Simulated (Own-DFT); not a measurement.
# Reading a pressure off an energy slope: monoclinic HfO2, 94 atoms (Hf32O62), with two O vacancies

Calculated, not measured. Each geometry was run twice at fixed positions with Own-DFT, a retired in-house plane-wave program that no person has reviewed: with PBE, and with HSE06 (exact exchange share 0.25 at short range, screening 0.11 per bohr, Gygi-Baldereschi treatment of its divergence). Both used PseudoDojo norm-conserving files made for PBE, a cutoff of 48 hartree, the Gamma point alone, fixed occupations, a neutral cell and no spin. The unstrained cell is 10.1 Å across at its thinnest, so Gamma alone is coarse and defects feel their images. The hafnium file keeps the 4f electrons in the core, and its forces lie about 75 meV/Å off all-electron values. The oxygen file's force components were 24 meV/Å off all-electron values in a glass.

Unstrained cell vectors in Å: (10.234, 0.000, 0.000); (0.000, 10.350, 0.000); (-1.696, 0.000, 10.445), volume V0 = 1106.4 Å³, from measured lattice constants. Each geometry has its own random strain of a few per cent, its own defect sites and random moves of rms u per axis. HSE06 gave the energy alone. D is its energy less that of PBE, over the lowest D shown. The PBE stress wasn't checked against mesh or cutoff.

```
run  V - V0 (Å³)   u (Å)  P with PBE (GPa)  D (eV)
  1        -23.8  0.0442             10.10   1.044
  2        -15.5  0.0314              7.64   1.034
  3         36.8  0.0494             -2.78   2.579
  4        -57.6  0.0276             19.29   0.000
  5         16.3  0.0296              0.62   1.843
  6         -3.4  0.0503              7.67   1.529
  7         21.0  0.0481              1.43   2.097
  8         -8.5  0.0304              6.47   1.228
  9          5.4  0.0308              3.32   1.612
 10          8.8  0.0461              1.92   1.927
 11          0.7  0.0500              3.42       ?
```

## What the rows give

D = 1.32 + 0.0248 (V - V0) + 136 u² eV, with an error of 0.0008 on the volume slope, 28 on the last term and a scatter of 0.05 eV. Pressure is -dE/dV, and 1 eV/Å³ is 160.2 GPa, so HSE06 changes the pressure by -4.0 ± 0.1 GPa. With the ions held to the strained lattice, the PBE pressure falls by 270 ± 15 GPa per unit of volume strain; the shape of the strain isn't fitted, so the true error is larger, and a relaxed crystal would be softer. On that slope HSE06's volume at a given pressure is about 1.5 % smaller, or 0.5 % in lengths. At u = 0 and V0 the PBE pressure is 3.6 GPa, which puts the zero-pressure volume, against the measured cell and with the defects in, at +1.3 % for PBE and -0.1 % for HSE06, each good to a few tenths of a per cent.

## Prediction

Asked: what D should run 11 give?

From the fit: 1.68 eV, with rows scattering by 0.05. The calculation gave 1.876 eV. That is outside the usual scatter, by luck or through something left out of the fit.
